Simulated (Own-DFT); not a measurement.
# Two functionals across a range of volumes: wurtzite AlGaN with randomly placed atoms, 72 atoms (Al9Ga27N36)

Source: density functional calculations with Own-DFT, an unreviewed in-house program that is no longer used. Nothing was measured or relaxed, and spin and spin-orbit coupling are left out.

Known weak points: forces on such cells passed a denser k mesh, each cell not checked; stress not checked against mesh or cutoff.

Each geometry was run with PBE and with PBEsol, otherwise alike: PseudoDojo norm-conserving scalar-relativistic files made for PBE; cutoff 42 hartree; 4 x 4 x 3 k mesh centred on Gamma; Fermi-Dirac smearing of 0.1 eV. Unstrained cell vectors in Å: (9.509, 0.000, 0.000); (-4.755, 8.235, 0.000); (0.000, 0.000, 10.268). Each has a uniform strain, of which the change of volume is shown, and random moves of rms u per axis. The random placing of the alloy's atoms differs from row to row.

```
run,volume change (%),u (Å),P with PBE (GPa),P with PBEsol (GPa)
1,-0.50,0.0510,8.34,3.43
2,-0.50,0.0498,8.49,3.56
3,4.55,0.0501,-0.48,-5.05
4,0.50,0.0504,6.89,2.03
5,3.02,0.0481,1.45,-3.21
6,-4.45,0.0520,18.04,12.77
7,4.04,0.0486,-0.33,-4.90
8,-1.99,0.0479,12.00,6.93
9,-2.48,0.0549,13.99,?
```

Q: by how much does PBEsol shrink this cell, and what belongs in the blank?

## Worked answer

Write v for the change of volume as a fraction. Fitted to v and u², the PBE pressure has a slope of -202 ± 9 GPa in v, with the ions held to the strained lattice. The difference PBEsol less PBE is -4.90 + 7.9 v GPa (slope ± 0.2) and averages -4.86 GPa. Divided by the mean slope of the two, 198 GPa, that makes PBEsol's volume at a given pressure, near 4 GPa, about 2.5 % smaller, or 0.82 % in lengths. At one volume PBEsol's slope is the smaller by 8 GPa, but its pressure there is lower too. If stiffness rises by about 4 GPa for each GPa, PBEsol at equal pressure is stiffer by about 12 GPa. Files made for PBEsol would give a different shift.

For run 9 the line gives 8.90 GPa. DFT gave 8.87 GPa.
